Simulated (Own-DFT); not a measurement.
Si$_{12}$O$_{23}$ (quartz with two neutral oxygen vacancies, strained, atoms displaced) (calculated)

Computed with Own-DFT development build. A calculation, not a measurement: plane-wave PBE and HSE06 DFT by an unreviewed code, no spin, of a simulated cell at Gamma alone, so results move with cell size and shape, stress positive in tension, energies less offsets, not probed for a lower state with spin; oxygen file: force components 24 meV/angstrom off all-electron in a glass; k mesh not checked against a denser one; forces and stress are PBE's, HSE06 gives the energy alone, and its difference from PBE has offsets of its own; offsets are fitted by least squares, one for each functional and potential file, so energies compare only between cells with the same atoms and settings and are not formation energies; the far tail of each file's local potential was reset to the Coulomb form; each entry is a single point on an unrelaxed cell, so the pressure reflects the starting lattice, mostly measured values (interpolated for alloys), from which strain is counted, and rises with the displacements; printed positions are rounded, which can move forces by about a meV/angstrom; the program, named Own-DFT, is a retired in-house code; no spin-orbit coupling.

Common to all runs: first functional PBE; second functional HSE06; exact exchange share 0.25; screening 0.11 1/bohr; exchange divergence Gygi-Baldereschi; potential files PseudoDojo norm-conserving, scalar-relativistic, made for PBE, standard set; wave cutoff 48 hartree; occupations fixed; k mesh 1 x 1 x 1 centred on Gamma.

(1) Si$_{12}$O$_{23}$ (quartz with two neutral oxygen vacancies, strained, atoms displaced)

```
CELL_PARAMETERS angstrom
9.88230 -0.17910 -0.09850
-5.09620 8.70030 0.00030
-0.10840 -0.06220 10.81050
ATOMIC_POSITIONS crystal
Si 0.23371 0.00562 0.99892
Si 0.99597 0.22885 0.33211
Si 0.26545 0.26477 0.16944
O 0.20114 0.13509 0.05728
O 0.42252 0.29347 0.22643
O 0.36547 0.07368 0.39331
O 0.07611 0.36958 0.44000
O 0.13041 0.20425 0.27235
O 0.29494 0.42983 0.10819
Si 0.23143 0.99607 0.50086
Si 0.99805 0.23195 0.82951
Si 0.26346 0.26471 0.66652
O 0.20919 0.13478 0.55921
O 0.36709 0.07451 0.89274
O 0.07167 0.36784 0.93826
O 0.29150 0.42226 0.60473
Si 0.24488 0.50194 0.00008
Si 0.00105 0.73971 0.33725
Si 0.26464 0.76578 0.16365
O 0.20523 0.63252 0.06102
O 0.43177 0.79290 0.22568
O 0.36271 0.56993 0.39451
O 0.07281 0.86970 0.43864
O 0.13413 0.71310 0.26817
O 0.28745 0.92211 0.10556
Si 0.23680 0.50093 0.50403
Si 0.00581 0.73404 0.82880
Si 0.26422 0.76302 0.66847
O 0.20910 0.63559 0.55634
O 0.42362 0.78944 0.72614
O 0.36998 0.57213 0.89173
O 0.07176 0.86548 0.93800
O 0.13843 0.71584 0.76742
O 0.29213 0.92781 0.60424
Si 0.73792 0.99595 0.99995
Si 0.50424 0.23849 0.33763
Si 0.76833 0.27022 0.16575
O 0.70868 0.13226 0.06656
O 0.91659 0.28662 0.22659
O 0.86026 0.07080 0.39207
O 0.57390 0.36482 0.44108
O 0.63436 0.20401 0.27588
O 0.79259 0.42434 0.10831
Si 0.73838 0.00329 0.50180
Si 0.50413 0.23332 0.83028
Si 0.75887 0.25958 0.66606
O 0.70788 0.13629 0.55562
O 0.92707 0.29273 0.72346
O 0.86819 0.07598 0.88879
O 0.57497 0.36266 0.93742
O 0.62985 0.20714 0.77945
O 0.79249 0.43038 0.60581
Si 0.73275 0.49431 0.00192
Si 0.49586 0.73108 0.33410
Si 0.76409 0.76761 0.16825
O 0.71018 0.63150 0.05801
O 0.92423 0.78830 0.22334
O 0.86491 0.57198 0.39547
O 0.57369 0.86426 0.43678
O 0.63624 0.71351 0.27341
O 0.78961 0.92520 0.10973
Si 0.73226 0.49889 0.49910
Si 0.50658 0.73664 0.83397
Si 0.76101 0.76209 0.66356
O 0.70417 0.63481 0.55685
O 0.93712 0.79997 0.72410
O 0.86665 0.57532 0.89600
O 0.56972 0.86761 0.93833
O 0.63370 0.70739 0.76827
O 0.78819 0.91996 0.60568
```

- PBE energy of cell above offsets: -21.258 eV
- HSE06 less PBE above offsets: 0.340 eV
- PBE pressure: 4.61 GPa
- PBE stress xx: -4.4 GPa
- PBE stress yy: -3.8 GPa
- PBE stress zz: -5.63 GPa
- PBE stress yz: -1.39 GPa
- PBE stress xz: -1.8 GPa
- PBE stress xy: -3.2 GPa

Force:
| element | x (eV/Å) | y (eV/Å) | z (eV/Å) |
| --- | --- | --- | --- |
| Si | 0.802 | -0.863 | 0.649 |
| Si | -0.258 | 2.179 | 0.224 |
| Si | -2.541 | 0.494 | -2.09 |
| O | 0.273 | -0.121 | 0.031 |
| O | 3.448 | 0.217 | 1.941 |
| O | -0.142 | 0.238 | 0.103 |
| O | -1.033 | -2.101 | -1.269 |
| O | -0.541 | -0.19 | 0.335 |
| O | 1.25 | -1.329 | 1.41 |
| Si | 1.085 | 3.301 | 0.267 |
| Si | 3.491 | 2.221 | -1.15 |
| Si | 0.272 | -0.719 | 3.634 |
| O | 0.157 | -1.11 | -0.976 |
| O | -0.086 | -0.339 | 0.288 |
| O | 0.577 | 0.336 | 0.246 |
| O | 0.649 | 0.775 | 0.556 |
| Si | -3.307 | 0.175 | 0.056 |
| Si | 0.596 | -2.618 | -3.047 |
| Si | 0.773 | 0.5 | 0.653 |
| O | 1.222 | -1.697 | -1.612 |
| O | -1.48 | 0.101 | -1.009 |
| O | 0.732 | 0.387 | -0.531 |
| O | -1.525 | -0.364 | 0.489 |
| O | -1.397 | -0.286 | 1.764 |
| O | -0.367 | 1.515 | -0.747 |
| Si | -0.542 | 0.569 | -0.675 |
| Si | -2.501 | -0.154 | 1.798 |
| Si | 0.517 | 1.747 | -3.789 |
| O | -0.154 | -0.043 | 0.402 |
| O | 1.994 | 0.256 | 1.002 |
| O | 0.743 | 0.709 | -0.55 |
| O | -0.036 | 0.089 | -0.076 |
| O | -0.824 | -1.515 | 1.932 |
| O | 1.408 | -1.626 | 1.591 |
| Si | -1.577 | 2.953 | 0.568 |
| Si | -0.148 | -2.795 | -3.126 |
| Si | -2.808 | -2.238 | 0.198 |
| O | 0.862 | -2.091 | -2.286 |
| O | 4.528 | 0.655 | 2.28 |
| O | 0.925 | 0.261 | -0.396 |
| O | -1.399 | 0.255 | 0.791 |
| O | -1.151 | 0.813 | 0.123 |
| O | -0.212 | 1.064 | -0.155 |
| Si | -1.275 | -1.602 | -0.183 |
| Si | -6.384 | 0.372 | -0.053 |
| Si | -0.201 | 2.506 | 0.283 |
| O | -0.144 | -0.845 | -0.179 |
| O | -1.457 | 0.261 | -0.751 |
| O | -1.176 | -2.581 | 1.602 |
| O | -0.978 | -0.113 | 0.348 |
| O | 5.093 | -0.749 | -3.008 |
| O | 0.87 | -2.02 | 1.621 |
| Si | 0.582 | 2.589 | -0.015 |
| Si | 0.705 | -0.164 | -0.493 |
| Si | 0.386 | -1.761 | -1.38 |
| O | -0.699 | 0.425 | 0.628 |
| O | 0.991 | 0.491 | 1.049 |
| O | 0.595 | 1.191 | -0.834 |
| O | 0.062 | 1.186 | 1.557 |
| O | -0.604 | -0.775 | 0.782 |
| O | 0.625 | 0.227 | -0.143 |
| Si | 0.575 | 2.323 | 1.328 |
| Si | -1.392 | -1.104 | -1.246 |
| Si | 2.679 | 1.008 | 0.489 |
| O | 0.475 | -1.575 | -1.056 |
| O | -1.879 | -0.55 | -1.059 |
| O | 0.712 | 0.311 | -0.879 |
| O | 0.353 | 0.44 | 0.525 |
| O | -0.661 | -0.397 | 1.289 |
| O | -0.129 | 1.297 | -0.073 |

(2) Si$_{12}$O$_{23}$ (quartz with two neutral oxygen vacancies, strained, atoms displaced)

```
CELL_PARAMETERS angstrom
9.82190 -0.12590 -0.08480
-5.02000 8.46840 -0.09180
-0.09330 -0.17050 10.73090
ATOMIC_POSITIONS crystal
Si 0.23137 0.99690 0.00140
Si 0.99681 0.22961 0.33136
Si 0.25959 0.26751 0.16935
O 0.20474 0.12227 0.05829
O 0.43106 0.29502 0.22432
O 0.37036 0.07298 0.39133
O 0.07062 0.36496 0.44106
O 0.29433 0.41974 0.10717
Si 0.23256 0.99857 0.50311
Si 0.00455 0.24125 0.83297
Si 0.26899 0.26319 0.66258
O 0.20129 0.12711 0.55884
O 0.43054 0.29267 0.72879
O 0.36659 0.07035 0.89417
O 0.07773 0.36545 0.94006
O 0.13389 0.20479 0.76895
O 0.29261 0.42790 0.60454
Si 0.23659 0.50438 0.99468
Si 0.00045 0.73610 0.32684
Si 0.26352 0.76738 0.16635
O 0.20756 0.63358 0.06129
O 0.42656 0.79951 0.22056
O 0.37674 0.58304 0.39712
O 0.07056 0.86463 0.43429
O 0.13643 0.70474 0.27279
O 0.29496 0.92374 0.10749
Si 0.23798 0.50192 0.49752
Si 0.99794 0.72746 0.83576
Si 0.26643 0.76141 0.65970
O 0.20792 0.62883 0.56449
O 0.42218 0.79387 0.72521
O 0.36214 0.57183 0.88952
O 0.07930 0.87059 0.94112
O 0.13139 0.70609 0.77565
O 0.29965 0.93555 0.60656
Si 0.73954 0.00273 0.99828
Si 0.49862 0.24065 0.33145
Si 0.76319 0.26673 0.16954
O 0.70821 0.13349 0.05581
O 0.92470 0.29182 0.22351
O 0.57482 0.36438 0.43797
O 0.62968 0.20490 0.27626
O 0.79159 0.42603 0.10460
Si 0.73247 0.99695 0.49440
Si 0.49908 0.23831 0.83174
Si 0.77102 0.26423 0.66953
O 0.70932 0.13324 0.56187
O 0.92427 0.29318 0.72651
O 0.86496 0.07041 0.89668
O 0.57125 0.36913 0.93981
O 0.63034 0.20230 0.77520
O 0.79498 0.42843 0.60713
Si 0.72809 0.49885 0.99817
Si 0.50241 0.73583 0.33363
Si 0.77396 0.77100 0.16586
O 0.70619 0.63678 0.06335
O 0.92745 0.79155 0.22775
O 0.87054 0.57911 0.39386
O 0.57062 0.86772 0.44315
O 0.63388 0.71254 0.27259
O 0.78892 0.92367 0.10770
Si 0.73460 0.49937 0.49970
Si 0.50253 0.73251 0.83159
Si 0.76538 0.76633 0.67226
O 0.71108 0.63613 0.56017
O 0.92765 0.78971 0.71626
O 0.86248 0.57416 0.89045
O 0.57148 0.86355 0.93873
O 0.63823 0.71291 0.77156
O 0.79321 0.92712 0.60803
```

- PBE energy of cell above offsets: -17.899 eV
- HSE06 less PBE above offsets: -0.414 eV
- PBE pressure: 12.6 GPa
- PBE stress xx: -11.21 GPa
- PBE stress yy: -14.95 GPa
- PBE stress zz: -11.63 GPa
- PBE stress yz: -7.85 GPa
- PBE stress xz: -4.68 GPa
- PBE stress xy: -2.78 GPa

Force:
| element | x (eV/Å) | y (eV/Å) | z (eV/Å) |
| --- | --- | --- | --- |
| Si | 6.469 | 1.569 | 0.439 |
| Si | 0.826 | -2.346 | -0.523 |
| Si | 0.266 | -4.139 | 1.78 |
| O | -3.222 | 4.35 | 3.027 |
| O | -2.146 | 0.795 | -1.63 |
| O | -1.439 | -0.636 | 1.061 |
| O | -0.376 | 0.18 | -0.048 |
| O | -2.007 | 4.458 | -3.1 |
| Si | 1.962 | -0.132 | -3.277 |
| Si | 0.493 | -4.442 | -2.092 |
| Si | -1.704 | 1.616 | 1.184 |
| O | -1.099 | 0.735 | -0.388 |
| O | -2.307 | 1.457 | -2.969 |
| O | 0.033 | 0.723 | -0.276 |
| O | -1.747 | 0.064 | 1.067 |
| O | -0.705 | 0.388 | 0.425 |
| O | 1.384 | -0.897 | 0.98 |
| Si | 1.766 | 0.759 | 4.053 |
| Si | 2.617 | -2.498 | 1.434 |
| Si | 0.246 | -0.077 | 0.532 |
| O | -0.09 | -1.766 | -1.805 |
| O | 3.54 | -0.451 | 2.659 |
| O | -1.193 | -2.84 | 0.894 |
| O | -0.004 | 1.761 | 1.81 |
| O | -1.515 | -0.449 | 0.971 |
| O | -1.151 | 2.107 | -0.994 |
| Si | 0.731 | -0.231 | -0.069 |
| Si | -0.417 | 3.544 | -2.797 |
| Si | -3.96 | 4.499 | 4.241 |
| O | -0.689 | -2.786 | -3.608 |
| O | 3.512 | 0.009 | 1.711 |
| O | 1.166 | -0.054 | -1.149 |
| O | -3.972 | -5.091 | -2.641 |
| O | 2.009 | -0.056 | -1.7 |
| O | 1.209 | -2.17 | 1.465 |
| Si | -1.541 | -1.14 | 1.999 |
| Si | 1.35 | -4.155 | -0.74 |
| Si | -1.64 | -0.927 | -1.053 |
| O | -0.794 | 0.726 | 0.647 |
| O | 1.417 | 0.551 | 0.735 |
| O | -1.216 | 1.541 | 2.087 |
| O | 0.907 | 0.344 | -0.807 |
| O | -0.267 | 0.707 | -0.09 |
| Si | 4.007 | 4.478 | 1.807 |
| Si | 2.563 | -4.265 | 1.638 |
| Si | -6.418 | 0.686 | -1.369 |
| O | -0.083 | -1.176 | -1.389 |
| O | 4.876 | 1.088 | 2.393 |
| O | 2.481 | 2.425 | -3.109 |
| O | -2.398 | -1.242 | -0.338 |
| O | 0.608 | 0.696 | -0.443 |
| O | 0.62 | -0.705 | 0.745 |
| Si | 2.817 | 2.713 | 2.339 |
| Si | -1.364 | 2.11 | -3.472 |
| Si | -3.355 | 0.032 | 1.573 |
| O | 0.398 | -2.326 | -2.372 |
| O | -0.023 | 1.57 | -1.804 |
| O | -0.455 | -1.415 | 0.074 |
| O | -2.518 | -1.955 | -1.008 |
| O | 1.813 | 0.052 | -0.64 |
| O | 0.267 | 1.528 | -0.127 |
| Si | 1.779 | 2.057 | 0.79 |
| Si | -2.077 | 0.571 | -1.363 |
| Si | 0.642 | 1.259 | -3.942 |
| O | -0.898 | -0.892 | -0.726 |
| O | 3.219 | 0.111 | 3.059 |
| O | -1.295 | -2.555 | 1.535 |
| O | -0.124 | 0.532 | 0.883 |
| O | -1.526 | -1.549 | 2.267 |
| O | -0.26 | 0.576 | -0.444 |

(3) Si$_{12}$O$_{23}$ (quartz with two neutral oxygen vacancies, strained, atoms displaced)

```
CELL_PARAMETERS angstrom
9.73280 -0.05450 -0.06710
-4.91360 8.55040 -0.12410
-0.07380 -0.20020 10.73690
ATOMIC_POSITIONS crystal
Si 0.23343 0.00315 0.99835
Si 0.00139 0.23225 0.33979
Si 0.26357 0.26466 0.16743
O 0.20779 0.13297 0.05634
O 0.42485 0.29258 0.22934
O 0.36818 0.07216 0.38740
O 0.07586 0.37319 0.43901
O 0.29528 0.42539 0.10591
Si 0.23901 0.00585 0.50416
Si 0.99670 0.22955 0.83360
Si 0.25960 0.26212 0.66516
O 0.20936 0.13059 0.55701
O 0.42555 0.29313 0.72700
O 0.36586 0.07341 0.88922
O 0.07389 0.37069 0.94387
O 0.13568 0.20801 0.77619
O 0.29532 0.42267 0.60940
Si 0.23201 0.49471 0.99592
Si 0.00520 0.73753 0.33467
Si 0.26510 0.76321 0.16276
O 0.20397 0.62781 0.05916
O 0.42910 0.79475 0.23248
O 0.36315 0.56871 0.39148
O 0.07245 0.86636 0.43660
O 0.13375 0.70806 0.27415
O 0.29801 0.93555 0.11037
Si 0.23972 0.49894 0.49824
Si 0.00560 0.74017 0.83538
Si 0.26309 0.76264 0.67140
O 0.20783 0.63531 0.55874
O 0.42905 0.79477 0.72732
O 0.37011 0.57468 0.89218
O 0.07565 0.86785 0.93871
O 0.13260 0.70677 0.77234
O 0.29868 0.92770 0.60525
Si 0.73758 0.99890 0.00230
Si 0.50439 0.23867 0.33285
Si 0.76682 0.26428 0.16444
O 0.70602 0.13289 0.06076
O 0.92971 0.29681 0.22378
O 0.57116 0.36155 0.43596
O 0.63398 0.20498 0.27012
O 0.79481 0.42845 0.11026
Si 0.72771 0.99602 0.49991
Si 0.49608 0.23041 0.83440
Si 0.76903 0.26875 0.66339
O 0.70492 0.13467 0.55615
O 0.92911 0.29737 0.72992
O 0.86914 0.07668 0.88893
O 0.57949 0.37231 0.93914
O 0.64042 0.21165 0.77580
O 0.79926 0.42645 0.60825
Si 0.73232 0.49429 0.99662
Si 0.49405 0.73068 0.33017
Si 0.76904 0.76081 0.16125
O 0.70622 0.63213 0.05996
O 0.91935 0.78806 0.22610
O 0.86676 0.57703 0.39066
O 0.57036 0.86700 0.43923
O 0.62697 0.70221 0.27336
O 0.79493 0.93099 0.10889
Si 0.73466 0.49991 0.49981
Si 0.49774 0.72804 0.83430
Si 0.76654 0.76293 0.66266
O 0.71020 0.63516 0.55847
O 0.93417 0.79339 0.72821
O 0.87136 0.57446 0.88868
O 0.56688 0.86754 0.93667
O 0.63343 0.70802 0.77227
O 0.79567 0.92691 0.61297
```

* PBE energy of cell above offsets: -19.044 eV
* HSE06 less PBE above offsets: -0.222 eV
* PBE pressure: 10.77 GPa
* PBE stress xx: -9.25 GPa
* PBE stress yy: -13.11 GPa
* PBE stress zz: -9.94 GPa
* PBE stress yz: -8.49 GPa
* PBE stress xz: -3.26 GPa
* PBE stress xy: -0.89 GPa

Force:
| element | x (eV/Å) | y (eV/Å) | z (eV/Å) |
| --- | --- | --- | --- |
| Si | 3.648 | -0.541 | 0.639 |
| Si | -0.037 | -2.79 | -2.857 |
| Si | -2.755 | 0.091 | 1.714 |
| O | -1.79 | 1.463 | 0.394 |
| O | 0.321 | 0.614 | -0.555 |
| O | -0.751 | -0.283 | 1.209 |
| O | -1.161 | -0.24 | 0.716 |
| O | 0.032 | 0.762 | -0.554 |
| Si | 3.805 | -3.939 | -3.957 |
| Si | 0.204 | 2.946 | -0.378 |
| Si | 0.923 | 0.237 | 1.297 |
| O | -3.332 | 2.917 | 1.354 |
| O | 0.323 | -0.049 | 0.061 |
| O | -0.676 | -1.58 | 1.022 |
| O | -2.987 | -4.339 | -2.665 |
| O | 0.271 | -0.43 | -0.187 |
| O | -0.838 | 1.529 | -1.2 |
| Si | 3.696 | 3.13 | 2.277 |
| Si | -1.892 | -2.18 | -2.072 |
| Si | -0.918 | 2.161 | 1.487 |
| O | -0.331 | 0.267 | -0.558 |
| O | -2.998 | 1.11 | -3.243 |
| O | 0.994 | 0.518 | -0.797 |
| O | 0.188 | 3.167 | 3.071 |
| O | 1.999 | -0.133 | -1.542 |
| O | 0.263 | -1.303 | -0.228 |
| Si | -0.321 | 1.603 | 2.493 |
| Si | -0.592 | -3.751 | -1.267 |
| Si | 0.404 | 1.768 | -2.131 |
| O | 0.484 | -1.203 | -0.695 |
| O | 0.583 | -0.16 | 0.262 |
| O | -1.041 | -2.637 | 1.138 |
| O | -1.049 | 1.044 | 1.928 |
| O | 0.399 | -0.523 | 0.87 |
| O | 0.104 | -0.458 | 0.909 |
| Si | -1.252 | 0.487 | -2.109 |
| Si | 0.057 | -5.048 | -2.981 |
| Si | -1.192 | 1.776 | 1.395 |
| O | 0.056 | -1.717 | -2.196 |
| O | 2.086 | -0.175 | 1.571 |
| O | 0.255 | 4.113 | 4.406 |
| O | -0.027 | 0.039 | 0.201 |
| O | -0.348 | 0.358 | -0.731 |
| Si | 3.934 | 2.454 | 0.371 |
| Si | 1.509 | 1.467 | -1.735 |
| Si | -0.683 | -1.137 | 1.968 |
| O | -0.6 | -0.132 | -0.126 |
| O | 0.871 | 0.16 | -0.305 |
| O | -1.382 | -3.26 | 2.264 |
| O | -3.947 | -4.515 | -2.235 |
| O | -0.541 | -0.095 | -0.122 |
| O | -1.464 | 2.302 | -1.685 |
| Si | 4.78 | 4.942 | 2.251 |
| Si | 2.062 | -1.284 | 2.137 |
| Si | -5.57 | 2.301 | 2.41 |
| O | 0.012 | -2.606 | -3.202 |
| O | 4.29 | 0.883 | 1.984 |
| O | -0.476 | -1.08 | 0.837 |
| O | -1.442 | -1.756 | -0.406 |
| O | 2.14 | 0.359 | -1.601 |
| O | 1.458 | -1.55 | 1.145 |
| Si | 2.192 | -0.413 | -0.736 |
| Si | -0.152 | 2.084 | -1.598 |
| Si | -0.04 | 2.021 | 3.746 |
| O | -0.609 | -1.739 | -1.747 |
| O | -2.125 | 0.642 | -1.922 |
| O | -0.81 | -0.691 | 1.248 |
| O | 0.885 | 1.299 | 1.611 |
| O | 1.737 | -0.364 | -0.814 |
| O | -0.834 | 1.091 | -1.25 |
